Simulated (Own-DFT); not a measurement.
# Bulk modulus against bond length in tetrahedral crystals

No measurement is shown. These are fixed-geometry runs of a retired plane-wave code named Own-DFT, which no person has reviewed; spin and spin-orbit coupling are neglected.

Caveats (not all hold for every row): forces on such cells moved up to 12 meV/angstrom on a denser k mesh; k mesh not checked against a denser one; forces on such cells passed a denser k mesh, each cell not checked; stress not checked against mesh or cutoff.

All runs are PBE with PseudoDojo norm-conserving files; cutoff and k mesh are each material's own. Every cell starts from measured lattice constants and was given uniform random strains and small random moves of its atoms. Each triple is the change of volume in per cent, the rms move u in Å and the pressure in GPa.

- 3C SiC (C48Si48), 10.36 Å³/atom unstrained: (-1.77, 0.051, 9.49); (-1.44, 0.049, 8.14); (0.85, 0.052, 3.98); (0.85, 0.051, 4.07); (1.72, 0.051, 2.17); (2.05, 0.050, 1.39); (2.09, 0.049, 0.79)
- wurtzite AlN (Al64N64), 10.45 Å³/atom unstrained: (-2.46, 0.053, 11.31); (-2.10, 0.052, 10.60); (-1.90, 0.051, 9.98); (-1.73, 0.052, 9.79); (-0.03, 0.049, 5.69); (0.43, 0.050, 4.82); (2.20, 0.053, 1.39)
- wurtzite GaN (Ga48N48), 11.42 Å³/atom unstrained: (-3.95, 0.050, 16.56); (-2.24, 0.051, 12.68); (-0.81, 0.047, 9.06); (-0.30, 0.052, 8.56); (0.33, 0.051, 7.27); (2.33, 0.049, 3.36); (2.78, 0.053, 2.56)
- diamond silicon (Si64), 20.02 Å³/atom unstrained: (-3.35, 0.048, 6.32); (-1.44, 0.047, 4.10); (-1.42, 0.054, 4.69); (-0.53, 0.056, 3.34); (1.07, 0.050, 1.63); (2.72, 0.051, 0.21); (3.08, 0.052, -0.15)
- zincblende GaP (Ga32P32), 20.24 Å³/atom unstrained: withheld
- grey tin (Sn64), 34.15 Å³/atom unstrained: (-2.81, 0.052, 5.37); (-1.96, 0.049, 4.84); (-1.21, 0.052, 4.50); (-0.49, 0.045, 3.98); (-0.20, 0.051, 3.88); (0.99, 0.051, 3.20); (1.35, 0.048, 3.15)

## What the rows give

Fit a line to each set against the fractional change of volume; B is minus its slope, and u is nearly the same within a set. To take it to zero pressure, assume that B rises by 4 GPa for each GPa: B0 = B - 4 x (mean pressure). The bond length of an ideal tetrahedral crystal with the unstrained volume v is d = (√3/4)(8 v)^(1/3). Cohen's empirical rule reads B0 = (1971 - 220 L) d^(-3.5) GPa, with L = 0 for group IV crystals and SiC and 1 for III-V compounds.

```
material,L,d (Å),B (GPa),mean P (GPa),B0 (GPa),rule (GPa)
3C SiC (C48Si48),0,1.888,207 ± 9,4.3,190 ± 9,213
wurtzite AlN (Al64N64),1,1.893,217 ± 5,7.7,186 ± 5,188
wurtzite GaN (Ga48N48),1,1.950,206 ± 6,8.6,172 ± 6,169
diamond silicon (Si64),0,2.352,101 ± 4,2.9,90 ± 4,99
zincblende GaP (Ga32P32),1,2.360,?,?,?,87
grey tin (Sn64),0,2.810,55 ± 2,4.1,38 ± 2,53
```

A line through ln[B0/(1971 - 220 L)] against ln d has a slope of -4.2 ± 0.2 and a scatter of 8 %. Against the rule, B0 stands at 89 % for 3C SiC, 99 % for wurtzite AlN, 102 % for wurtzite GaN, 91 % for diamond silicon, 72 % for grey tin. PBE tends to make silicon and heavier crystals too soft, and the rule itself is only a guide.

## Withheld run

Q: what B0 does the fitted trend give for zincblende GaP (Ga32P32)?

The line gives 73 GPa. Its own runs give B = 85 ± 3 GPa at a mean pressure of 3.1 GPa, so B0 = 73 GPa.
